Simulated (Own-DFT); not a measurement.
# Biaxial strain at fixed height in wurtzite AlGaN with randomly placed atoms, 128 atoms (Al8Ga56N64)

No measurement is shown. These are fixed-geometry runs of a retired plane-wave code named Own-DFT, which no person has reviewed; spin and spin-orbit coupling are neglected.

Settings: PBE; PseudoDojo norm-conserving scalar-relativistic files; cutoff 42 hartree; 3 x 3 x 3 k mesh centred on Gamma; Fermi-Dirac smearing of 0.05 eV.

Caveats: forces on such cells passed a denser k mesh, each cell not checked; stress not checked against mesh or cutoff.

Unstrained cell vectors in Å: (12.718, 0.000, 0.000); (-6.359, 11.014, 0.000); (0.000, 0.000, 10.319). The unstrained cell has measured lattice constants (interpolated for alloys), not those of this functional. That, the random moves and any unrelaxed bonds set the pressure at no strain. Each run strains x and y alike by e, as a substrate would, and holds the height along z. Random moves of width 0.05 Å per axis were added to every atom. The random placing of the alloy's atoms differs from row to row. Stress is positive in tension.

```
e (%),u (Å),(s_xx + s_yy)/2 (GPa),s_zz (GPa)
-2.75,0.049,-24.77,-12.72
-1.00,0.050,?,?
-0.25,0.049,-8.52,-8.01
-0.25,0.051,-8.86,-7.62
0.25,0.051,-5.93,-7.64
0.25,0.049,-6.24,-6.57
1.50,0.049,0.50,-6.20
1.75,0.051,1.18,-5.66
1.75,0.049,1.29,-5.20
2.50,0.050,4.11,-3.50
2.50,0.051,4.56,-4.92
2.75,0.052,5.65,-5.01
3.00,0.048,6.63,-3.42
```

## Fit

With e as a fraction, the in-plane stress is -7.4 + 550 e - 2968 e² GPa (errors 4 and 217, scatter 0.23), and s_zz is -7.9 + 144 e GPa (slope ± 12, scatter 0.68). At e = 0 the first slope is C11 + C12 and the second 2 C13, both with the ions held to the strained lattice and at the cell's own pressure. The term in e² is negative: the layer stiffens under compression and softens under tension. A free layer would change its height as e changes, and the in-plane slope would drop by 2 C13²/C33 to the biaxial modulus. At fixed height, a misfit of 1 % moves the in-plane stress by about 5.5 GPa and s_zz by 1.4 GPa.

## The run left out

Q: what are the two stresses at e = -1.00 %?

Estimate: -13.2 and -9.4 GPa. The calculation gave -12.61 and -10.53 GPa.
